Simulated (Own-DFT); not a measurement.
Ge (diamond germanium, strained, atoms displaced), Si (diamond silicon, strained, atoms displaced), Si (diamond silicon, atoms displaced), Ge (diamond germanium, atoms displaced) (calculated)

Computed with Own-DFT development build. A calculation, not a measurement: plane-wave PBE density functional theory by an unreviewed code, no spin, of a simulated periodic cell, stress positive in tension, free energy of the whole cell less one offset for each atom, k mesh not checked against a denser one; offsets are fitted by least squares, one for each functional and potential file, so energies compare only between cells with the same atoms and settings and are not formation energies; the far tail of each file's local potential was reset to the Coulomb form; each entry is a single point on an unrelaxed cell, so the pressure reflects the starting lattice, mostly measured values (interpolated for alloys), from which strain is counted, and rises with the displacements; printed positions are rounded, which can move forces by about a meV/angstrom; the program, named Own-DFT, is a retired in-house code; no spin-orbit coupling; before rounding, a Quantum ESPRESSO 7.3.1 run of the same cell and cutoff gave forces within 1 meV/angstrom rms on each cell, which checks the program and not the settings.

Settings shared by all entries: functional PBE; potential files PseudoDojo norm-conserving, scalar-relativistic, standard set; occupations Fermi-Dirac; smearing width 0.1 eV.

```json
{"entry": 1, "formula": "Ge", "kind": "diamond germanium, strained, atoms displaced", "structure": {"cell_angstrom": [[-0.0743, 5.5973, 5.6443], [5.6792, -0.1084, 5.6783], [5.758, 5.7102, -0.1872]], "atoms_fractional": [["Ge", 0.01184, 0.99879, 0.99068], ["Ge", 0.49641, 0.9977, 0.99801], ["Ge", 0.00217, 0.50679, 0.98707], ["Ge", 0.99691, 0.99739, 0.50342], ["Ge", 0.13341, 0.11387, 0.1277], ["Ge", 0.62623, 0.13291, 0.11308], ["Ge", 0.12428, 0.64208, 0.11871], ["Ge", 0.11112, 0.13329, 0.62806], ["Ge", 0.49589, 0.51478, 0.49225], ["Ge", 0.98804, 0.50126, 0.50642], ["Ge", 0.50629, 0.98507, 0.51018], ["Ge", 0.50004, 0.50365, 0.99067], ["Ge", 0.61581, 0.62339, 0.64653], ["Ge", 0.13192, 0.60705, 0.63247], ["Ge", 0.60693, 0.12115, 0.6368], ["Ge", 0.61421, 0.62292, 0.13233]]}, "settings": {"wave_cutoff [hartree]": 42.0, "k_mesh": "5 x 5 x 5 centred on Gamma"}, "results": {"free_energy_of_cell_above_offsets [eV]": "-2.124", "pressure [GPa]": 1.69, "stress_xx [GPa]": -1.55, "stress_yy [GPa]": -1.93, "stress_zz [GPa]": -1.6, "stress_yz [GPa]": -1.54, "stress_xz [GPa]": -1.32, "stress_xy [GPa]": -0.87, "force_element": ["Ge", "Ge", "Ge", "Ge", "Ge", "Ge", "Ge", "Ge", "Ge", "Ge", "Ge", "Ge", "Ge", "Ge", "Ge", "Ge"], "force_x [eV/angstrom]": [0.774, -0.114, 0.501, -0.308, 1.202, 0.071, -0.551, -0.77, -0.381, -0.421, -0.012, 0.855, -1.146, 0.578, 0.169, -0.445], "force_y [eV/angstrom]": [-0.845, 0.515, 0.898, -0.202, -0.515, 0.984, 0.438, 0.641, 1.035, -0.29, -1.861, 0.68, -0.806, -1.032, 0.248, 0.111], "force_z [eV/angstrom]": [-0.026, 0.174, -0.862, -0.663, 0.09, -0.501, -1.25, 0.426, -0.67, 0.59, 0.113, -1.052, 0.582, 0.583, 1.481, 0.986]}}
{"entry": 2, "formula": "Si", "kind": "diamond silicon, strained, atoms displaced", "structure": {"cell_angstrom": [[10.8162, -0.0005, -0.1942], [-0.0005, 11.0532, 0.1372], [-0.1942, 0.1372, 10.904]], "atoms_fractional": [["Si", 0.00188, 0.99949, 0.99951], ["Si", 0.99411, 0.25962, 0.25381], ["Si", 0.25216, 0.00102, 0.25936], ["Si", 0.24864, 0.24654, 0.00848], ["Si", 0.1234, 0.1255, 0.12333], ["Si", 0.12403, 0.38009, 0.36814], ["Si", 0.37705, 0.1348, 0.38], ["Si", 0.37928, 0.37046, 0.13515], ["Si", 0.99867, 0.00272, 0.50105], ["Si", 0.00348, 0.24659, 0.75317], ["Si", 0.25041, 0.00165, 0.75316], ["Si", 0.24784, 0.25411, 0.49899], ["Si", 0.11742, 0.12204, 0.62126], ["Si", 0.11924, 0.37652, 0.87659], ["Si", 0.37574, 0.12029, 0.8779], ["Si", 0.37863, 0.37165, 0.62257], ["Si", 0.00037, 0.49298, 0.00763], ["Si", 0.00555, 0.74045, 0.24572], ["Si", 0.24904, 0.50125, 0.24805], ["Si", 0.24909, 0.75422, 0.00267], ["Si", 0.12876, 0.6244, 0.1199], ["Si", 0.13273, 0.87394, 0.38099], ["Si", 0.36723, 0.62758, 0.38419], ["Si", 0.37027, 0.87952, 0.12356], ["Si", 0.00682, 0.49616, 0.4961], ["Si", 0.99465, 0.75216, 0.75386], ["Si", 0.24546, 0.50054, 0.74681], ["Si", 0.25035, 0.75876, 0.49325], ["Si", 0.12843, 0.62939, 0.62225], ["Si", 0.127, 0.86898, 0.87497], ["Si", 0.37196, 0.61952, 0.87979], ["Si", 0.36532, 0.88175, 0.61986], ["Si", 0.50003, 0.9934, 0.00436], ["Si", 0.49638, 0.24803, 0.24651], ["Si", 0.75118, 0.99864, 0.25136], ["Si", 0.75521, 0.24743, 0.01128], ["Si", 0.62197, 0.11987, 0.12754], ["Si", 0.62133, 0.36982, 0.3694], ["Si", 0.87201, 0.13415, 0.37169], ["Si", 0.88234, 0.37498, 0.13099], ["Si", 0.49014, 0.00105, 0.49288], ["Si", 0.50049, 0.24451, 0.7543], ["Si", 0.75045, 0.00636, 0.75162], ["Si", 0.74885, 0.24906, 0.49299], ["Si", 0.6221, 0.11889, 0.63062], ["Si", 0.61902, 0.379, 0.88055], ["Si", 0.88728, 0.12682, 0.87515], ["Si", 0.87981, 0.38327, 0.62193], ["Si", 0.49569, 0.48768, 0.99547], ["Si", 0.50812, 0.75245, 0.26178], ["Si", 0.75512, 0.49763, 0.25323], ["Si", 0.75348, 0.74608, 0.01133], ["Si", 0.62535, 0.62997, 0.12622], ["Si", 0.62596, 0.87102, 0.37047], ["Si", 0.88666, 0.61652, 0.37519], ["Si", 0.87921, 0.86692, 0.13006], ["Si", 0.50326, 0.50272, 0.49731], ["Si", 0.49822, 0.7458, 0.75192], ["Si", 0.7561, 0.49629, 0.74751], ["Si", 0.75993, 0.75448, 0.49869], ["Si", 0.62525, 0.62206, 0.62337], ["Si", 0.61952, 0.87315, 0.87568], ["Si", 0.87281, 0.62429, 0.87526], ["Si", 0.87638, 0.87047, 0.62227]]}, "settings": {"wave_cutoff [hartree]": 20.0, "k_mesh": "3 x 3 x 3 centred on Gamma"}, "results": {"free_energy_of_cell_above_offsets [eV]": "-2.044", "pressure [GPa]": 1.22, "stress_xx [GPa]": -2.13, "stress_yy [GPa]": -0.1, "stress_zz [GPa]": -1.43, "stress_yz [GPa]": 2.37, "stress_xz [GPa]": -3.66, "stress_xy [GPa]": -0.02, "force_element": ["Si", "Si", "Si", "Si", "Si", "Si", "Si", "Si", "Si", "Si", "Si", "Si", "Si", "Si", "Si", "Si", "Si", "Si", "Si", "Si", "Si", "Si", "Si", "Si", "Si", "Si", "Si", "Si", "Si", "Si", "Si", "Si", "Si", "Si", "Si", "Si", "Si", "Si", "Si", "Si", "Si", "Si", "Si", "Si", "Si", "Si", "Si", "Si", "Si", "Si", "Si", "Si", "Si", "Si", "Si", "Si", "Si", "Si", "Si", "Si", "Si", "Si", "Si", "Si"], "force_x [eV/angstrom]": [0.401, 1.698, 0.068, 0.547, -0.466, 0.335, -1.004, -1.52, -0.363, 0.031, -0.515, -0.226, 1.121, 0.821, -0.211, -0.242, 0.149, 0.669, 0.83, 0.751, -0.313, -2.484, 0.794, 0.461, 0.74, 0.898, 0.679, 0.673, -0.759, -0.58, -0.38, 0.909, 0.126, 1.349, 0.405, -0.261, 0.162, 0.112, 0.127, -1.983, 1.624, 0.119, 0.738, -0.166, -0.39, 1.689, -1.9, -0.297, 0.04, -2.088, -0.495, -0.29, -0.665, 0.813, -1.223, -0.162, -0.262, -0.348, -0.856, -0.848, 0.584, 1.016, 0.037, -0.219], "force_y [eV/angstrom]": [-1.158, -1.997, 0.404, 0.479, -0.077, -0.278, 0.057, 1.174, -0.858, 0.731, -0.365, -0.381, 0.938, -0.169, 0.687, 0.68, 0.863, 0.329, 0.068, -1.14, 0.068, 1.338, -0.005, -0.332, 0.244, -0.974, -0.592, -1.852, 0.464, 1.29, 0.669, -0.336, 0.211, -1.191, -0.357, 0.034, 0.432, 0.97, -0.96, 0.879, -0.74, 0.184, -1.493, 0.068, 0.967, -1.339, 0.083, -1.48, 1.437, -1.455, 0.019, 0.313, -1.259, 1.81, 1.269, 1.417, -0.948, 0.024, 0.177, -1.702, 0.903, 0.081, -0.144, 1.823], "force_z [eV/angstrom]": [0.395, 0.064, -0.783, -0.979, 1.323, 0.578, -0.717, -1.511, -0.882, -1.069, -0.456, 0.135, 0.79, 0.17, 0.48, 0.462, -1.174, 1.0, 0.23, -0.182, -0.011, -1.797, -1.126, 1.49, 0.94, -0.33, 0.338, 2.073, -0.143, -0.244, -0.442, 0.879, -0.581, 0.888, -0.057, -1.001, -0.189, 0.094, 0.226, -0.643, 0.938, -0.051, 0.539, 1.609, -1.393, -0.952, 0.383, 0.006, 1.695, -1.935, -0.407, -1.646, 0.474, 1.623, -0.217, -0.241, 0.03, -0.61, 0.471, -0.533, 0.18, 0.291, 0.74, 0.768]}}
{"entry": 3, "formula": "Si", "kind": "diamond silicon, atoms displaced", "structure": {"cell_angstrom": [[10.862, 0.0, 0.0], [0.0, 10.862, 0.0], [0.0, 0.0, 10.862]], "atoms_fractional": [["Si", 0.02407, 0.99462, 0.99644], ["Si", 0.00934, 0.25596, 0.24893], ["Si", 0.26512, 0.98627, 0.23519], ["Si", 0.25843, 0.23579, 0.99847], ["Si", 0.13652, 0.12716, 0.1089], ["Si", 0.12919, 0.35767, 0.36252], ["Si", 0.38531, 0.13052, 0.36089], ["Si", 0.35754, 0.3749, 0.14455], ["Si", 0.99089, 0.0146, 0.50157], ["Si", 0.99198, 0.26133, 0.7493], ["Si", 0.2455, 0.0147, 0.73913], ["Si", 0.23463, 0.24701, 0.48997], ["Si", 0.12945, 0.12791, 0.63153], ["Si", 0.14448, 0.35061, 0.88484], ["Si", 0.36091, 0.12306, 0.88541], ["Si", 0.3822, 0.37281, 0.59653], ["Si", 0.99983, 0.49919, 0.99235], ["Si", 0.99148, 0.7567, 0.23986], ["Si", 0.27355, 0.52302, 0.22942], ["Si", 0.27453, 0.75454, 0.00844], ["Si", 0.14042, 0.6605, 0.12836], ["Si", 0.13529, 0.88137, 0.40643], ["Si", 0.37813, 0.63115, 0.36816], ["Si", 0.36084, 0.86491, 0.15105], ["Si", 0.00538, 0.47405, 0.49774], ["Si", 0.98335, 0.74878, 0.73592], ["Si", 0.25869, 0.50397, 0.76897], ["Si", 0.2301, 0.76897, 0.49494], ["Si", 0.10642, 0.60807, 0.61597], ["Si", 0.14354, 0.86402, 0.87147], ["Si", 0.38023, 0.62292, 0.84971], ["Si", 0.3658, 0.86887, 0.61995], ["Si", 0.49347, 0.01478, 0.99774], ["Si", 0.50197, 0.24501, 0.24232], ["Si", 0.75871, 0.99665, 0.24849], ["Si", 0.75393, 0.26711, 0.98906], ["Si", 0.62915, 0.10215, 0.1245], ["Si", 0.63723, 0.39403, 0.37502], ["Si", 0.86147, 0.12489, 0.40636], ["Si", 0.88461, 0.3959, 0.13197], ["Si", 0.50427, 0.00551, 0.51787], ["Si", 0.50705, 0.23362, 0.76805], ["Si", 0.74625, 0.0277, 0.74307], ["Si", 0.73164, 0.24773, 0.49541], ["Si", 0.63699, 0.1312, 0.61684], ["Si", 0.60761, 0.37091, 0.88813], ["Si", 0.88498, 0.12198, 0.87109], ["Si", 0.87389, 0.35328, 0.61161], ["Si", 0.4835, 0.50249, 0.99762], ["Si", 0.49252, 0.74471, 0.24347], ["Si", 0.74028, 0.49227, 0.23942], ["Si", 0.76618, 0.76962, 0.99436], ["Si", 0.64303, 0.63388, 0.11893], ["Si", 0.60246, 0.8612, 0.3757], ["Si", 0.85525, 0.61141, 0.35384], ["Si", 0.87079, 0.85962, 0.11725], ["Si", 0.50399, 0.50319, 0.48641], ["Si", 0.49517, 0.77124, 0.76169], ["Si", 0.74712, 0.50653, 0.74272], ["Si", 0.74664, 0.75112, 0.50957], ["Si", 0.61636, 0.61439, 0.62213], ["Si", 0.6057, 0.89212, 0.86743], ["Si", 0.86346, 0.60548, 0.90367], ["Si", 0.89296, 0.89844, 0.6117]]}, "settings": {"wave_cutoff [hartree]": 20.0, "k_mesh": "3 x 3 x 3 centred on Gamma"}, "results": {"free_energy_of_cell_above_offsets [eV]": "18.409", "pressure [GPa]": 6.34, "stress_xx [GPa]": -6.37, "stress_yy [GPa]": -6.82, "stress_zz [GPa]": -5.83, "stress_yz [GPa]": 0.68, "stress_xz [GPa]": -2.54, "stress_xy [GPa]": 1.56, "force_element": ["Si", "Si", "Si", "Si", "Si", "Si", "Si", "Si", "Si", "Si", "Si", "Si", "Si", "Si", "Si", "Si", "Si", "Si", "Si", "Si", "Si", "Si", "Si", "Si", "Si", "Si", "Si", "Si", "Si", "Si", "Si", "Si", "Si", "Si", "Si", "Si", "Si", "Si", "Si", "Si", "Si", "Si", "Si", "Si", "Si", "Si", "Si", "Si", "Si", "Si", "Si", "Si", "Si", "Si", "Si", "Si", "Si", "Si", "Si", "Si", "Si", "Si", "Si", "Si"], "force_x [eV/angstrom]": [-2.029, -2.439, -5.401, 0.306, -1.445, 1.178, -1.418, 2.668, 4.978, 1.963, 1.654, 2.657, -2.786, -2.535, 2.202, -0.81, 3.899, 1.08, -3.698, -0.426, -1.419, -6.62, -0.745, 5.418, -1.3, 1.062, -3.332, 5.782, 1.589, -0.845, 2.075, 0.575, -0.515, 1.695, -0.451, 1.12, 0.561, -1.88, 0.093, 0.02, -1.139, -0.882, 1.704, 0.829, -3.423, 0.919, -0.088, -1.054, 0.701, 2.126, 0.324, -4.487, -2.151, 2.116, 2.322, 3.097, -0.889, -0.808, 0.186, 0.233, 0.227, 3.352, -1.382, -4.317], "force_y [eV/angstrom]": [-0.837, -2.29, 6.73, 3.139, -1.403, 3.854, -1.668, -2.599, 0.911, -1.436, -3.133, -1.011, 2.023, 3.052, -1.632, -0.765, -0.77, -1.063, 1.087, -0.678, -2.454, 7.198, 0.274, -3.121, 0.43, -0.664, -3.235, -9.069, 1.453, 0.257, 2.572, 1.63, -2.096, 1.413, -1.207, -1.738, 2.998, -2.783, 0.538, -2.375, -0.854, 0.635, -3.07, 2.859, -0.198, 1.268, 0.655, 2.123, 0.286, -0.706, 1.006, -2.656, 0.173, 1.62, 1.777, 5.157, 0.531, -2.749, -1.918, -0.1, 2.412, 1.426, 2.265, -3.475], "force_z [eV/angstrom]": [-0.594, -1.558, 5.374, 2.952, 3.005, 0.347, 2.222, -3.268, -0.736, 0.808, 1.986, 0.521, -1.462, -1.889, -3.495, 2.596, 1.784, 2.952, 2.235, -3.202, -0.602, -8.02, 1.728, -5.072, -2.184, 1.438, -4.097, 5.277, 1.544, -0.873, 3.966, 0.877, 1.201, -0.188, 1.429, 1.719, -0.349, -0.214, -4.871, -0.88, -2.304, -2.034, 1.075, -0.964, 1.829, -1.363, 1.133, 0.668, 0.89, -0.251, -1.486, -3.48, -0.807, 0.951, 2.61, 2.444, 0.209, -3.19, 1.139, -1.362, 0.945, 1.369, -3.845, 3.415]}}
{"entry": 4, "formula": "Ge", "kind": "diamond germanium, atoms displaced", "structure": {"cell_angstrom": [[0.0, 5.658, 5.658], [5.658, 0.0, 5.658], [5.658, 5.658, 0.0]], "atoms_fractional": [["Ge", 0.97247, 0.9797, 0.01114], ["Ge", 0.49213, 0.99561, 0.99685], ["Ge", 0.00214, 0.49636, 0.99464], ["Ge", 0.00495, 0.99088, 0.51974], ["Ge", 0.13883, 0.1392, 0.11859], ["Ge", 0.6284, 0.12485, 0.14753], ["Ge", 0.12731, 0.62289, 0.13195], ["Ge", 0.12915, 0.10565, 0.63166], ["Ge", 0.50688, 0.51037, 0.4991], ["Ge", 0.99701, 0.51069, 0.48697], ["Ge", 0.49508, 0.01007, 0.50395], ["Ge", 0.51801, 0.46937, 0.98775], ["Ge", 0.64254, 0.62109, 0.64228], ["Ge", 0.14207, 0.60605, 0.63377], ["Ge", 0.61016, 0.14645, 0.61895], ["Ge", 0.62936, 0.65739, 0.09639]]}, "settings": {"wave_cutoff [hartree]": 42.0, "k_mesh": "5 x 5 x 5 centred on Gamma"}, "results": {"free_energy_of_cell_above_offsets [eV]": "-0.050", "pressure [GPa]": 6.07, "stress_xx [GPa]": -6.32, "stress_yy [GPa]": -6.01, "stress_zz [GPa]": -5.88, "stress_yz [GPa]": 2.01, "stress_xz [GPa]": 1.39, "stress_xy [GPa]": 2.32, "force_element": ["Ge", "Ge", "Ge", "Ge", "Ge", "Ge", "Ge", "Ge", "Ge", "Ge", "Ge", "Ge", "Ge", "Ge", "Ge", "Ge"], "force_x [eV/angstrom]": [-0.081, 1.46, 1.189, -1.383, -0.001, -1.271, -1.815, 1.881, -0.221, -0.261, 0.038, 3.131, -0.481, -0.046, -0.408, -1.73], "force_y [eV/angstrom]": [1.255, -0.621, 0.176, -1.825, -0.178, -1.076, -0.298, -0.137, -0.358, 2.464, 1.094, -0.036, -2.343, -1.418, 1.429, 1.874], "force_z [eV/angstrom]": [2.847, 2.669, 0.437, -0.8, -3.009, -1.748, 0.194, 0.834, 1.328, -0.438, -1.022, 0.472, 0.369, 0.335, 0.416, -2.885]}}
```
